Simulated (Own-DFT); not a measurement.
# How strain changes the stress of C40 NbSi2, 36 atoms (Nb12Si24)

These are calculations, not measurements. The program, named Own-DFT, is a retired in-house plane-wave density functional code that no person has reviewed. Each row is one single-point run on a periodic cell that was not relaxed, without spin or spin-orbit coupling.

Settings of every run: PBE; PseudoDojo norm-conserving scalar-relativistic files; cutoff 42 hartree; 4 x 4 x 5 k mesh centred on Gamma; cold (Marzari-Vanderbilt) smearing of 0.2 eV.

Known limits: forces on such cells failed a check on a denser k mesh; stress not checked against mesh or cutoff.

Unstrained cell vectors in Å: (0.000, 8.324, 0.000); (-9.613, 0.000, 0.000); (0.000, 0.000, 6.586). The unstrained cell was taken from the Materials Project. The random moves and any unrelaxed bonds add to the pressure at no strain. Each run strains this cell uniformly, with the atoms carried along. Every atom was also moved at random, by a Gaussian of width 0.05 Å on each axis. Strain is the symmetric tensor, in per cent. Stress is positive in tension, and the pressure is minus a third of its trace.

```
run,e_xx (%),e_yy (%),e_zz (%),e_yz (%),e_xz (%),e_xy (%),s_xx (GPa),s_yy (GPa),s_zz (GPa),s_yz (GPa),s_xz (GPa),s_xy (GPa),P (GPa),E (meV/atom)
1,-0.54,-0.34,-0.43,0.02,1.43,-0.28,-5.40,-4.69,-6.07,0.25,4.11,-0.80,5.39,1.2
2,0.69,-0.34,-0.89,-1.31,-1.13,-1.51,-1.20,-3.67,-7.79,-4.08,-3.95,-4.74,4.22,2.8
3,1.25,1.92,-1.70,1.07,-0.48,-1.96,1.08,4.05,-10.18,3.20,-1.22,-5.17,1.68,17.3
4,1.14,1.61,0.75,-0.25,1.89,0.29,3.10,3.92,1.35,-0.63,5.17,0.50,-2.79,0.0
5,-1.05,-1.62,0.24,-0.06,-0.73,-1.83,-8.12,-9.10,-4.42,0.12,-3.11,-6.33,7.21,5.2
6,-0.13,1.02,-1.97,0.03,-0.68,0.48,-3.98,-0.20,-12.80,-0.18,-3.44,1.43,5.66,7.7
7,-0.80,1.33,-0.52,-0.82,-1.82,1.96,-5.98,1.18,-6.00,-2.70,-5.42,6.11,3.60,19.4
8,-1.77,0.06,1.31,1.75,-1.86,-1.72,-7.94,-2.25,0.21,5.17,-5.75,-5.09,3.33,6.8
9,1.54,-0.92,-0.66,0.04,-1.80,-0.60,1.35,-5.60,-6.00,0.06,-6.36,-1.85,3.42,1.7
10,-1.52,-1.50,-0.66,0.62,-1.25,-0.16,-10.33,-10.37,-9.06,2.40,-4.20,-0.54,9.92,11.0
11,-1.56,-0.09,-1.99,1.08,1.43,0.53,-10.24,-5.57,-15.37,3.81,5.27,1.25,10.39,17.3
12,-1.40,-0.98,0.59,-0.76,1.54,-1.54,-8.24,-7.30,-3.48,-2.22,5.11,-4.74,6.34,18.1
13,-1.74,-0.24,0.45,-0.72,-1.75,-0.10,-8.68,-4.37,-3.42,-2.89,-5.40,-1.08,5.49,2.4
14,0.08,0.28,-1.15,1.83,-1.38,1.21,-3.07,-2.75,-9.32,6.70,-4.60,3.71,5.05,12.4
15,-0.07,-0.37,-1.17,0.68,0.53,0.07,-4.77,-3.61,-10.12,2.73,1.60,-0.16,6.17,0.0
16,0.27,1.79,1.45,0.64,1.40,1.40,?,?,?,?,?,?,?,?
```

E is the free energy for each atom above the lowest run shown.

## Worked fit

Each stress component was fitted by least squares to a constant and the strains of the runs shown, as fractions, with shears doubled. Shear strains stay in the fit of a normal stress only where such slopes are resolved. The slopes, in GPa:

| stress | at no strain | per e_xx | per e_yy | per e_zz | scatter |
|---|---|---|---|---|---|
| s_xx | -2.9 | 360 ± 10 | 73 ± 10 | 87 ± 10 | 0.37 |
| s_yy | -2.7 | 68 ± 14 | 366 ± 15 | 62 ± 15 | 0.54 |
| s_zz | -4.0 | 96 ± 10 | 48 ± 11 | 475 ± 11 | 0.39 |

Each shear stress against twice its own strain: yz 167 ± 4, xz 159 ± 6, xy 146 ± 5 GPa. These are stiffnesses along x, y and z of the frame in which the cell vectors are given, which need not be the crystal's axes. The atoms are held to the strained lattice; where symmetry lets them move under strain, relaxing them would lower some slopes. The table should be nearly symmetric about its diagonal, and what it lacks of that shows the noise. A ninth of its sum, 182 ± 7 GPa, estimates the bulk modulus near the mean pressure of these runs, 5.0 GPa, so it lies above the value at zero pressure.

## Withheld run

Question: what normal stresses and pressure should run 16 give?

The fit gives s_xx = 0.6, s_yy = 4.9, s_zz = 4.0 and P = -3.2 GPa. The calculation gave 0.73, 5.20, 4.05 and P = -3.33 GPa.
